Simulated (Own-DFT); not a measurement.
# Computed records: Si35C36 (2H silicon carbide with one vacancy, atoms displaced), In31P33 (zincblende with substituted atoms, atoms displaced)

All values are calculated (Own-DFT development build). A calculation, not a measurement: plane-wave PBE density functional theory by an unreviewed code, no spin, of a simulated periodic cell, stress positive in tension, free energy of the whole cell less one offset for each atom, not probed for a lower state with spin; forces on such cells moved up to 12 meV/angstrom on a denser k mesh; offsets are fitted by least squares, one for each functional and potential file, so energies compare only between cells with the same atoms and settings and are not formation energies; the far tail of each file's local potential was reset to the Coulomb form; each entry is a single point on an unrelaxed cell, so the pressure reflects the starting lattice, mostly measured values (interpolated for alloys), from which strain is counted, and rises with the displacements; printed positions are rounded, which can move forces by about a meV/angstrom; the program, named Own-DFT, is a retired in-house code; no spin-orbit coupling; before rounding, a Quantum ESPRESSO 7.3.1 run of the same cell and cutoff gave forces within 1 meV/angstrom rms on each cell, which checks the program and not the settings.

Common to all runs: functional PBE; potential files PseudoDojo norm-conserving, scalar-relativistic, standard set; occupations Fermi-Dirac; smearing width 0.1 eV.

(1) Si35C36 (2H silicon carbide with one vacancy, atoms displaced)

```cif
# cell vector a (Å): 9.2481 0.0000 0.0000
# cell vector b (Å): -4.6241 8.0091 0.0000
# cell vector c (Å): 0.0000 0.0000 10.0681
data_Si35C36
_symmetry_space_group_name_H-M 'P 1'
_symmetry_Int_Tables_number 1
_cell_length_a 9.2481
_cell_length_b 9.2481
_cell_length_c 10.0681
_cell_angle_alpha 90.000
_cell_angle_beta 90.000
_cell_angle_gamma 120.000
_cell_volume 745.73
loop_
_atom_site_label
_atom_site_type_symbol
_atom_site_fract_x
_atom_site_fract_y
_atom_site_fract_z
_atom_site_occupancy
Si1 Si 0.98624 0.98532 0.99819 1
Si2 Si 0.11879 0.23480 0.25151 1
C1 C 0.00295 0.99909 0.19422 1
C2 C 0.12251 0.22054 0.42200 1
Si3 Si 0.00907 0.99121 0.49420 1
Si4 Si 0.11437 0.22171 0.76005 1
C3 C 0.99285 0.98299 0.69230 1
C4 C 0.13238 0.23548 0.94019 1
Si5 Si 0.00025 0.33089 0.99760 1
Si6 Si 0.11754 0.57242 0.24019 1
C5 C 0.98675 0.32076 0.19778 1
C6 C 0.11652 0.55416 0.44287 1
Si7 Si 0.99709 0.34480 0.49679 1
Si8 Si 0.12144 0.55655 0.74280 1
C7 C 0.99949 0.32642 0.68181 1
C8 C 0.12593 0.56275 0.93986 1
Si9 Si 0.00994 0.69432 0.01105 1
Si10 Si 0.11772 0.90061 0.25205 1
C9 C 0.01667 0.68638 0.18755 1
C10 C 0.11152 0.86621 0.44000 1
Si11 Si 0.00817 0.66750 0.50405 1
C11 C 0.00389 0.67082 0.68634 1
C12 C 0.10137 0.88245 0.94582 1
Si12 Si 0.32726 0.99720 0.00508 1
Si13 Si 0.43876 0.21059 0.25881 1
C13 C 0.31033 0.97929 0.18657 1
C14 C 0.43844 0.23648 0.43744 1
Si14 Si 0.33233 0.99715 0.49241 1
Si15 Si 0.43252 0.21590 0.75509 1
C15 C 0.32694 0.00459 0.68676 1
C16 C 0.43446 0.20580 0.93433 1
Si16 Si 0.32756 0.33798 0.00118 1
Si17 Si 0.44217 0.54489 0.24608 1
C17 C 0.32253 0.32737 0.18887 1
C18 C 0.44535 0.54374 0.44464 1
Si18 Si 0.34360 0.33164 0.50425 1
Si19 Si 0.44929 0.55778 0.74598 1
C19 C 0.34605 0.32933 0.66490 1
C20 C 0.46159 0.55467 0.94155 1
Si20 Si 0.31905 0.65552 0.99146 1
Si21 Si 0.44448 0.87708 0.24537 1
C21 C 0.32791 0.66404 0.19815 1
C22 C 0.43885 0.88816 0.45473 1
Si22 Si 0.32852 0.65491 0.50367 1
Si23 Si 0.44420 0.88965 0.74478 1
C23 C 0.34415 0.66245 0.69368 1
C24 C 0.44284 0.89905 0.94257 1
Si24 Si 0.66738 0.99718 0.01073 1
Si25 Si 0.77095 0.22491 0.24623 1
C25 C 0.66945 0.01079 0.19449 1
C26 C 0.77479 0.21468 0.43403 1
Si26 Si 0.65892 0.99377 0.49412 1
Si27 Si 0.75755 0.22126 0.74388 1
C27 C 0.66432 0.99072 0.69391 1
C28 C 0.79656 0.21931 0.94004 1
Si28 Si 0.66600 0.32574 0.98695 1
Si29 Si 0.77910 0.56499 0.23457 1
C29 C 0.67192 0.33476 0.19734 1
C30 C 0.78310 0.54741 0.43935 1
Si30 Si 0.67426 0.34130 0.49685 1
Si31 Si 0.79276 0.56097 0.75338 1
C31 C 0.66735 0.32805 0.67748 1
C32 C 0.78556 0.57124 0.93236 1
Si32 Si 0.66826 0.66285 0.01195 1
Si33 Si 0.76315 0.87924 0.25855 1
C33 C 0.66469 0.65764 0.18997 1
C34 C 0.79455 0.89794 0.44298 1
Si34 Si 0.67066 0.68336 0.49519 1
Si35 Si 0.76949 0.88645 0.75881 1
C35 C 0.66261 0.66738 0.68481 1
C36 C 0.78482 0.88659 0.93269 1
```

- wave cutoff: 42 hartree
- k mesh: 4 x 4 x 3 centred on Gamma
- free energy of cell above offsets: 11.461 eV
- pressure: 7.96 GPa
- stress xx: -8.76 GPa
- stress yy: -5.75 GPa
- stress zz: -9.38 GPa
- stress yz: 1.3 GPa
- stress xz: -1.15 GPa
- stress xy: -1.94 GPa

Force:
```csv
element,x (eV/Å),y (eV/Å),z (eV/Å)
Si,2.851,2.892,1.084
Si,-1.973,-2.72,-1.499
C,-2.392,0.246,-1.038
C,-0.729,-0.098,5.366
Si,0.813,1.881,1.732
Si,0.964,-1.118,-3.109
C,-0.774,2.399,-0.724
C,-4.693,-3.122,-0.793
Si,2.228,2.104,1.722
Si,-1,-3.923,2.66
C,1.088,3.186,-2.559
C,-1.067,1.226,-1.68
Si,1.978,-3.812,-0.36
Si,-1.466,0.252,1.538
C,-0.791,0.306,1.105
C,-5.909,-3.343,-1.838
Si,0.961,-6.445,-2.212
Si,-2.69,-2.53,1.835
C,-2.24,-1.845,0.89
C,-1.066,4.584,-1.977
Si,-0.909,-2.783,0.293
C,1.442,-1.371,0.329
C,0.617,5.166,-1.052
Si,-0.873,-0.77,-1.64
Si,-0.495,1.292,-2.073
C,5.343,3.844,0.513
C,6.009,-4.272,-1.287
Si,-1.705,1.578,2.721
Si,0.432,-0.041,-1.937
C,2.248,-0.873,-1.268
C,0.082,2.922,1.485
Si,4.744,0.558,1.366
Si,-1.209,-0.047,2.018
C,2.894,0.862,-1.471
C,-0.656,3.196,-2.319
Si,-4.817,0.733,-5.021
Si,2.074,-1.999,0.673
C,-2.241,0.685,10.13
C,-3.071,-0.066,-0.805
Si,6.009,4.244,2.456
Si,-1.878,2.116,1.573
C,3.173,-0.636,-2.654
C,1.822,-1.852,-3.254
Si,1.399,0.858,0.126
Si,-1.692,-0.122,1.603
C,-2.35,0.858,-1.122
C,1.779,-1.955,-0.432
Si,-0.113,0.041,-2.346
Si,1.85,0.183,2.252
C,0.017,-3.398,-0.388
C,-0.862,0.844,0.609
Si,1.702,1.386,2.131
Si,5.584,-1.945,1.353
C,-1.072,2.135,-1.762
C,-4.476,-0.95,-1.664
Si,0.192,0.919,1.787
Si,4.025,-2.411,3.849
C,-2.971,0.438,-2.996
C,-0.938,3.844,-1.627
Si,-0.686,-2.602,-0.835
Si,-2.268,0.788,-1.769
C,-2.633,1.748,1.894
C,1.115,-2.309,2.618
Si,0.351,1.07,-3.46
Si,2.392,2.301,-0.897
C,-2.717,2.127,0.295
C,-2.895,-0.981,-1.396
Si,1.652,-3.545,1.817
Si,2.177,-1.433,-2.524
C,1.635,0.37,0.372
C,-3.324,-0.869,3.588
```

(2) Si35C36 (2H silicon carbide with one vacancy, atoms displaced)

```cif
# cell vector a (Å): 9.2481 0.0000 0.0000
# cell vector b (Å): -4.6241 8.0091 0.0000
# cell vector c (Å): 0.0000 0.0000 10.0681
data_Si35C36
_symmetry_space_group_name_H-M 'P 1'
_symmetry_Int_Tables_number 1
_cell_length_a 9.2481
_cell_length_b 9.2481
_cell_length_c 10.0681
_cell_angle_alpha 90.000
_cell_angle_beta 90.000
_cell_angle_gamma 120.000
_cell_volume 745.73
loop_
_atom_site_label
_atom_site_type_symbol
_atom_site_fract_x
_atom_site_fract_y
_atom_site_fract_z
_atom_site_occupancy
Si1 Si 0.99108 0.98272 0.00727 1
Si2 Si 0.12334 0.21740 0.24860 1
C1 C 0.99921 0.00519 0.19185 1
C2 C 0.11072 0.21416 0.43150 1
Si3 Si 0.00137 0.00146 0.49885 1
Si4 Si 0.09395 0.21478 0.75093 1
C3 C 0.99943 0.99949 0.69698 1
C4 C 0.12245 0.22104 0.93948 1
Si5 Si 0.00637 0.32869 0.98619 1
Si6 Si 0.10915 0.55558 0.24412 1
C5 C 0.00682 0.33513 0.18487 1
C6 C 0.10725 0.54788 0.44755 1
Si7 Si 0.99183 0.32382 0.49413 1
Si8 Si 0.12085 0.55477 0.73535 1
C7 C 0.00364 0.33383 0.68968 1
C8 C 0.11240 0.55080 0.94178 1
Si9 Si 0.98863 0.66062 0.99794 1
Si10 Si 0.11409 0.87036 0.24854 1
C9 C 0.97968 0.66298 0.17991 1
C10 C 0.10310 0.89082 0.43231 1
Si11 Si 0.99800 0.65463 0.50257 1
Si12 Si 0.10634 0.90799 0.77114 1
C11 C 0.00381 0.66797 0.68224 1
C12 C 0.09639 0.87033 0.93206 1
Si13 Si 0.32177 0.99374 0.99693 1
Si14 Si 0.43281 0.21598 0.25127 1
C13 C 0.33925 0.99406 0.19365 1
C14 C 0.42563 0.21870 0.42365 1
Si15 Si 0.33950 0.99630 0.49643 1
Si16 Si 0.46114 0.23678 0.73423 1
C15 C 0.33532 0.00137 0.67448 1
C16 C 0.44463 0.21944 0.95864 1
Si17 Si 0.33172 0.32723 0.01497 1
Si18 Si 0.44063 0.55331 0.24893 1
C17 C 0.33687 0.33607 0.18475 1
C18 C 0.45227 0.55834 0.44489 1
Si19 Si 0.33654 0.33285 0.50275 1
Si20 Si 0.43929 0.54643 0.74126 1
C19 C 0.32605 0.32939 0.68513 1
C20 C 0.45596 0.56372 0.92967 1
Si21 Si 0.33998 0.67885 0.01235 1
Si22 Si 0.45426 0.88969 0.24365 1
C21 C 0.32580 0.65540 0.18119 1
C22 C 0.43809 0.89356 0.44271 1
Si23 Si 0.34607 0.68410 0.48929 1
Si24 Si 0.45025 0.88267 0.74612 1
C23 C 0.33368 0.66077 0.69633 1
C24 C 0.44759 0.89853 0.95797 1
Si25 Si 0.65959 0.99391 0.99523 1
Si26 Si 0.76851 0.20987 0.25680 1
C25 C 0.68289 0.01219 0.19810 1
C26 C 0.80080 0.23308 0.42546 1
Si27 Si 0.64855 0.97464 0.49909 1
Si28 Si 0.77156 0.19957 0.74237 1
C27 C 0.66915 0.00104 0.67166 1
C28 C 0.77746 0.21066 0.93264 1
Si29 Si 0.64027 0.32533 0.99116 1
Si30 Si 0.77398 0.55291 0.25153 1
C29 C 0.67190 0.32565 0.19034 1
C30 C 0.77287 0.54140 0.45421 1
Si31 Si 0.65632 0.34519 0.48664 1
Si32 Si 0.76288 0.54579 0.74221 1
C31 C 0.67193 0.32399 0.68714 1
C32 C 0.77669 0.55248 0.94181 1
Si33 Si 0.66493 0.67159 0.99587 1
C33 C 0.67248 0.68320 0.18208 1
C34 C 0.77422 0.88876 0.43968 1
Si34 Si 0.66394 0.66046 0.47907 1
Si35 Si 0.77355 0.87966 0.74359 1
C35 C 0.67084 0.67166 0.68860 1
C36 C 0.76285 0.87353 0.93151 1
```

* wave cutoff: 42 hartree
* k mesh: 4 x 4 x 3 centred on Gamma
* free energy of cell above offsets: 12.753 eV
* pressure: 8.03 GPa
* stress xx: -6.11 GPa
* stress yy: -9.38 GPa
* stress zz: -8.6 GPa
* stress yz: -1.13 GPa
* stress xz: -0.86 GPa
* stress xy: -1.37 GPa

Force:
```csv
element,x (eV/Å),y (eV/Å),z (eV/Å)
Si,-1.733,1.649,-0.034
Si,-4.014,0.646,0.214
C,2.566,-1.735,-1.396
C,0.14,1.827,1.711
Si,-0.452,-0.763,-0.352
Si,2.843,1.069,0.747
C,-1.902,0.323,-2.022
C,-0.965,-1.669,-0.506
Si,-1.204,0.086,2.755
Si,-1.051,-1.635,0.558
C,-0.09,-0.783,-0.252
C,1.539,1.434,-2.433
Si,3.919,1.359,1.558
Si,-3.495,0.268,3.105
C,-1.242,-1.354,-1.525
C,-0.132,1.652,-1.347
Si,2.146,-2.331,-0.624
Si,-3.008,2.296,0.749
C,3.26,0.072,1.275
C,2.486,-2.083,0.806
Si,-0.724,2.459,0.037
Si,3.498,-2.653,-8.084
C,-0.795,0.158,2.201
C,0.74,1.816,5.633
Si,0.579,0.603,1.518
Si,2.335,0.48,-2.733
C,-1.764,-0.18,-1.547
C,2.6,0.158,3.696
Si,-5.466,1.535,-0.111
Si,-2.261,-3.332,1.777
C,0.11,0.449,4.103
C,-5.968,-3.536,-4.194
Si,-0.036,1.887,-5.229
Si,1.295,1.598,0.131
C,0.642,-0.2,3.019
C,-2.846,-1.175,-2.362
Si,-2.482,-0.428,-0.872
Si,0.746,1.324,1.607
C,0.918,-0.467,0.37
C,-2.049,-1.822,1.552
Si,0.068,-2.683,-5.333
Si,1.014,-0.61,0.83
C,0.44,1.823,4.551
C,2.608,-0.802,-3.385
Si,-1.12,-4.548,2.536
Si,-1.918,0.897,0.867
C,1.455,1.855,-2.818
C,-1.365,-1.637,-3.405
Si,3.035,1.709,2.362
Si,2.843,4.047,-2.007
C,-1.609,-4.417,-2.946
C,-5.943,-2.928,3.101
Si,1.711,3.852,-2.787
Si,0.037,4.155,1.547
C,0.291,-3.019,2.788
C,-1.017,0.546,-0.581
Si,9.002,3.494,3.088
Si,-1.296,-0.105,-0.224
C,-2.94,0.341,-0.736
C,-0.191,6.66,-4.286
Si,2.221,-8.16,1.979
Si,3.319,1.518,1.2
C,-0.514,1.156,-1.628
C,-2.117,-0.994,-1.767
Si,1.138,-2.148,0.976
C,-0.266,-3.073,1.417
C,0.83,-1.075,0.697
Si,2.079,2.665,2.339
Si,-0.21,1.619,0.802
C,-1.002,-2.709,-2.335
C,0.733,3.568,-0.343
```

(3) Si35C36 (2H silicon carbide with one vacancy, atoms displaced)

```cif
# cell vector a (Å): 9.2481 0.0000 0.0000
# cell vector b (Å): -4.6241 8.0091 0.0000
# cell vector c (Å): 0.0000 0.0000 10.0681
data_Si35C36
_symmetry_space_group_name_H-M 'P 1'
_symmetry_Int_Tables_number 1
_cell_length_a 9.2481
_cell_length_b 9.2481
_cell_length_c 10.0681
_cell_angle_alpha 90.000
_cell_angle_beta 90.000
_cell_angle_gamma 120.000
_cell_volume 745.73
loop_
_atom_site_label
_atom_site_type_symbol
_atom_site_fract_x
_atom_site_fract_y
_atom_site_fract_z
_atom_site_occupancy
Si1 Si 0.99846 0.00557 0.99421 1
Si2 Si 0.11205 0.21735 0.25751 1
C1 C 0.00565 0.00919 0.19156 1
C2 C 0.11021 0.22376 0.43700 1
Si3 Si 0.99816 0.00114 0.49298 1
Si4 Si 0.10956 0.21990 0.75848 1
C3 C 0.99759 0.98026 0.68818 1
C4 C 0.10677 0.21300 0.92943 1
Si5 Si 0.00692 0.33934 0.01306 1
Si6 Si 0.10903 0.56297 0.25590 1
C5 C 0.00875 0.33998 0.17540 1
C6 C 0.10049 0.55007 0.43507 1
Si7 Si 0.99924 0.33939 0.50704 1
Si8 Si 0.11152 0.55722 0.74362 1
C7 C 0.99176 0.32252 0.69172 1
C8 C 0.10082 0.53339 0.93188 1
Si9 Si 0.00056 0.66151 0.98770 1
Si10 Si 0.12059 0.89378 0.24044 1
C9 C 0.00589 0.66250 0.17990 1
C10 C 0.09985 0.89094 0.44059 1
Si11 Si 0.99457 0.68051 0.49031 1
Si12 Si 0.13255 0.90142 0.74241 1
C11 C 0.99680 0.67081 0.70083 1
C12 C 0.11494 0.87246 0.93282 1
Si13 Si 0.32169 0.98351 0.00722 1
Si14 Si 0.43886 0.22400 0.24113 1
C13 C 0.34643 0.01156 0.18206 1
C14 C 0.43389 0.22491 0.45014 1
Si15 Si 0.32082 0.98957 0.50179 1
Si16 Si 0.43821 0.21548 0.74285 1
C15 C 0.33851 0.99923 0.68459 1
C16 C 0.44642 0.23790 0.93936 1
Si17 Si 0.31886 0.32755 0.99674 1
Si18 Si 0.46207 0.56780 0.25124 1
C17 C 0.32602 0.33381 0.18809 1
C18 C 0.43890 0.55980 0.43526 1
Si19 Si 0.31149 0.33273 0.49777 1
Si20 Si 0.43783 0.55197 0.74587 1
C19 C 0.33753 0.33330 0.67452 1
C20 C 0.43426 0.56717 0.94377 1
Si21 Si 0.33901 0.66564 0.99679 1
Si22 Si 0.43772 0.88949 0.24648 1
C21 C 0.32455 0.66031 0.19070 1
C22 C 0.43197 0.87949 0.43851 1
Si23 Si 0.32869 0.66719 0.50684 1
Si24 Si 0.46472 0.88437 0.73757 1
C23 C 0.32158 0.65153 0.67704 1
C24 C 0.42229 0.88628 0.94518 1
Si25 Si 0.66954 0.01503 0.01148 1
Si26 Si 0.79062 0.23930 0.24677 1
C25 C 0.66736 0.00376 0.19233 1
C26 C 0.76140 0.20718 0.44305 1
Si27 Si 0.66693 0.98223 0.50724 1
Si28 Si 0.76122 0.21945 0.76406 1
C27 C 0.67204 0.00727 0.68609 1
C28 C 0.77020 0.20881 0.93654 1
Si29 Si 0.65054 0.32456 0.99378 1
Si30 Si 0.77815 0.56642 0.25004 1
C29 C 0.67690 0.33226 0.18058 1
C30 C 0.77877 0.56442 0.42928 1
Si31 Si 0.78338 0.54426 0.75424 1
C31 C 0.68437 0.33479 0.69225 1
C32 C 0.77101 0.56715 0.93655 1
Si32 Si 0.64881 0.64522 0.00636 1
Si33 Si 0.77431 0.88403 0.25865 1
C33 C 0.66190 0.66478 0.18085 1
C34 C 0.76400 0.87753 0.41917 1
Si34 Si 0.65479 0.66100 0.49547 1
Si35 Si 0.76223 0.87573 0.75403 1
C35 C 0.66261 0.66100 0.69014 1
C36 C 0.78119 0.89544 0.93732 1
```

* wave cutoff: 42 hartree
* k mesh: 4 x 4 x 3 centred on Gamma
* free energy of cell above offsets: 10.504 eV
* pressure: 7.67 GPa
* stress xx: -5.49 GPa
* stress yy: -5.02 GPa
* stress zz: -12.5 GPa
* stress yz: 1.14 GPa
* stress xz: -0.32 GPa
* stress xy: 1.12 GPa

Force:
```csv
element,x (eV/Å),y (eV/Å),z (eV/Å)
Si,1.124,-2.699,0.974
Si,-1.03,2.032,-1.989
C,-0.141,-2.281,-0.982
C,-2.937,-1.33,-0.084
Si,-1.485,-0.21,2.12
Si,-0.176,-0.66,-4.788
C,-2.115,2.627,-0.834
C,-0.435,1.638,3.401
Si,-0.64,-2.489,-6.851
Si,1.722,-1.559,-1.58
C,-0.013,-0.501,7.733
C,-0.05,1.493,1.538
Si,-2.206,-1.77,0.012
Si,-1.386,-1.996,1.126
C,0.318,0.951,0.166
C,0.186,3.476,-0.393
Si,-0.231,-1.477,1.125
Si,-1.086,-0.58,0.595
C,-2.141,1.81,0.195
C,2.14,1.069,-2.747
Si,0.817,-4.119,2.733
Si,-2.315,-3.361,2.194
C,2.06,0.447,-2.869
C,-2.133,3.201,0.193
Si,-1.881,2.965,-2.027
Si,1.93,1.703,2.524
C,-1.49,-1.535,1.793
C,-0.982,-1.676,-3.023
Si,1.495,2.426,-0.556
Si,1.468,2.202,-0.239
C,2.074,-0.372,-0.035
C,-1.993,-3.245,-1.709
Si,0.665,1.419,0.781
Si,-4.494,-2.455,0.224
C,1.004,0.735,-0.4
C,-0.173,-0.729,0.353
Si,4.796,2.007,0.02
Si,0.948,-0.593,0.444
C,-1.521,-0.437,3.547
C,5.044,-4.424,-3.164
Si,-6.326,2.022,2.725
Si,1.848,-0.635,0.984
C,1.396,1.465,-0.707
C,0.331,0.904,0.138
Si,-0.527,-0.794,-4.731
Si,-5.111,-0.847,2.474
C,1.281,1.981,3.417
C,5.831,-0.809,-2.57
Si,0.216,-4.55,-0.963
Si,-0.225,-2.36,1.62
C,0.331,0.009,0.826
C,2.668,0.67,-0.886
Si,-3.136,2.226,-2.339
Si,4.375,-0.512,-2.866
C,1.855,-1.33,0.505
C,-0.581,3.546,2.032
Si,3.362,2.331,0.993
Si,1.748,-1.924,-1.232
C,-3.13,1.402,0.297
C,-0.996,1.218,0.506
Si,-2.464,2.036,-0.998
C,-3.981,-0.564,-0.093
C,2.426,-2.957,0.217
Si,-0.598,3.872,-2.572
Si,-0.059,1.636,-8.377
C,1.593,1.278,1.802
C,1.214,0.61,8.464
Si,1.451,-1.218,1.452
Si,2.602,1.347,0.079
C,-0.394,-0.414,-0.931
C,-1.734,-1.342,1.214
```

(4) In31P33 (zincblende with substituted atoms, atoms displaced)

```cif
# cell vector a (Å): 11.7374 0.0000 0.0000
# cell vector b (Å): 0.0000 11.7374 0.0000
# cell vector c (Å): 0.0000 0.0000 11.7374
data_In31P33
_symmetry_space_group_name_H-M 'P 1'
_symmetry_Int_Tables_number 1
_cell_length_a 11.7374
_cell_length_b 11.7374
_cell_length_c 11.7374
_cell_angle_alpha 90.000
_cell_angle_beta 90.000
_cell_angle_gamma 90.000
_cell_volume 1617.02
loop_
_atom_site_label
_atom_site_type_symbol
_atom_site_fract_x
_atom_site_fract_y
_atom_site_fract_z
_atom_site_occupancy
In1 In 0.99951 0.99983 0.00139 1
In2 In 0.00210 0.25366 0.24607 1
In3 In 0.24716 0.99989 0.25192 1
In4 In 0.25285 0.24982 0.99894 1
P1 P 0.12134 0.13198 0.12581 1
P2 P 0.12589 0.37219 0.37376 1
P3 P 0.37729 0.12387 0.37173 1
P4 P 0.37597 0.37386 0.12437 1
In5 In 0.99968 0.00374 0.49894 1
In6 In 0.00283 0.25215 0.74852 1
In7 In 0.24474 0.99756 0.75184 1
In8 In 0.25084 0.25494 0.49847 1
P5 P 0.12526 0.12774 0.62313 1
P6 P 0.12433 0.37289 0.87743 1
P7 P 0.37076 0.12606 0.87473 1
P8 P 0.37821 0.37599 0.62988 1
In9 In 0.99945 0.49859 0.00518 1
In10 In 0.99984 0.74404 0.25219 1
In11 In 0.25484 0.49719 0.25167 1
In12 In 0.25140 0.74925 0.00043 1
P9 P 0.12816 0.62046 0.12473 1
P10 P 0.12559 0.87347 0.37467 1
P11 P 0.37184 0.62137 0.37561 1
P12 P 0.37530 0.87633 0.13136 1
In13 In 0.99896 0.50080 0.49918 1
In14 In 0.99968 0.74977 0.75082 1
In15 In 0.24818 0.50198 0.75264 1
In16 In 0.24925 0.74754 0.49968 1
P13 P 0.12531 0.62669 0.62458 1
P14 P 0.12418 0.88029 0.87664 1
P15 P 0.37564 0.62665 0.87315 1
P16 P 0.37547 0.86961 0.62540 1
In17 In 0.49839 0.99963 0.99911 1
In18 In 0.50555 0.24915 0.25392 1
In19 In 0.74978 0.99957 0.24718 1
P17 P 0.74718 0.24965 0.00096 1
P18 P 0.62810 0.12201 0.12625 1
P19 P 0.62494 0.37274 0.37788 1
P20 P 0.87191 0.12533 0.37696 1
P21 P 0.87890 0.37729 0.12435 1
In20 In 0.50248 0.99733 0.49892 1
In21 In 0.50328 0.24791 0.75222 1
In22 In 0.74816 0.00329 0.75244 1
In23 In 0.75129 0.25294 0.49670 1
P22 P 0.62478 0.12749 0.62357 1
P23 P 0.62681 0.37613 0.87601 1
P24 P 0.87739 0.13000 0.87319 1
P25 P 0.87341 0.37498 0.62165 1
In24 In 0.50198 0.50382 0.00042 1
In25 In 0.50080 0.75178 0.24978 1
In26 In 0.75092 0.49965 0.25253 1
In27 In 0.75438 0.75488 0.00075 1
P26 P 0.62320 0.62289 0.12734 1
P27 P 0.62765 0.87796 0.37098 1
P28 P 0.87107 0.62924 0.37478 1
P29 P 0.87092 0.87907 0.12412 1
In28 In 0.50092 0.49781 0.50815 1
In29 In 0.49998 0.74565 0.75120 1
In30 In 0.75085 0.49927 0.75602 1
In31 In 0.74943 0.74334 0.50205 1
P30 P 0.62254 0.62558 0.62567 1
P31 P 0.62457 0.87559 0.87956 1
P32 P 0.87395 0.62447 0.87484 1
P33 P 0.87664 0.87638 0.62233 1
```

* wave cutoff: 36 hartree
* k mesh: 3 x 3 x 3 centred on Gamma
* stress zz: ?
* stress yy: ?

Questions
1. In31P33 (zincblende with substituted atoms, atoms displaced) (entry 4): stress zz?
2. In31P33 (zincblende with substituted atoms, atoms displaced) (entry 4): stress yy?

## Answers
1. -3.11 GPa
2. -3.09 GPa

Further results for In31P33 (zincblende with substituted atoms, atoms displaced) (entry 4):

* free energy of cell above offsets: -31.858 eV
* pressure: 3.11 GPa
* stress xx: -3.13 GPa
* stress yz: -0.2 GPa
* stress xz: 0.19 GPa
* stress xy: -0.28 GPa

Force:
```csv
element,x (eV/Å),y (eV/Å),z (eV/Å)
In,-0.135,0.513,0.12
In,-0.603,-0.268,0.694
In,-0.114,0.34,-0.228
In,-0.263,0.123,0.3
P,0.593,-0.867,-0.313
P,-0.214,0.617,0.065
P,-0.22,0.093,0.493
P,0.455,-0.066,0.032
In,0.125,-0.229,-0.076
In,-0.186,0.161,-0.193
In,0.558,0.292,-0.656
In,0.49,-0.426,0.189
P,0.235,-0.154,0.031
P,0.058,0.406,-0.074
P,0.461,-0.364,-0.181
P,-0.48,-0.23,0.109
In,0.235,0.302,-0.751
In,0.161,0.602,-0.554
In,-0.325,-0.17,-0.185
In,-0.013,0.347,0.149
P,-0.072,0.324,0.199
P,-0.337,0.043,0.132
P,0.789,0.257,0.235
P,-0.226,-0.005,-0.669
In,0.107,0.016,-0.128
In,-0.019,0.25,-0.066
In,-0.053,-0.251,-0.112
In,0.132,0.157,-0.098
P,-0.213,-0.269,0.143
P,-0.172,-0.876,0.222
P,-0.148,-0.265,0.394
P,-0.071,0.512,0.066
In,-0.217,0.176,0.244
In,-0.336,-0.013,-0.568
In,0.271,0.276,0.464
P,0.33,0.015,-0.059
P,-0.111,0.754,-0.792
P,-0.024,0.678,-0.079
P,0.384,0.134,-0.692
P,-1.164,-0.536,0.01
In,-0.276,0.084,0.143
In,-0.194,0.01,0.048
In,0.136,-0.19,-0.209
In,-0.095,-0.375,0.378
P,0.132,-0.188,-0.055
P,0.09,-0.64,0.606
P,-0.654,0.122,0.637
P,0.136,0.251,0.48
In,-0.313,-0.352,-0.002
In,-0.095,-0.345,0.392
In,-0.186,-0.196,-0.187
In,-0.526,-0.65,0.034
P,0.562,0.469,-0.131
P,0.002,-0.626,0.528
P,0.381,-0.726,0.05
P,0.964,-0.496,0.342
In,-0.2,0.131,-0.741
In,0.195,0.68,0.04
In,0.028,0.004,-0.759
In,-0.229,1.039,0.042
P,0.496,-0.318,0.365
P,-0.046,-0.152,-0.566
P,0.366,0.158,0.397
P,-0.341,-0.093,0.349
```
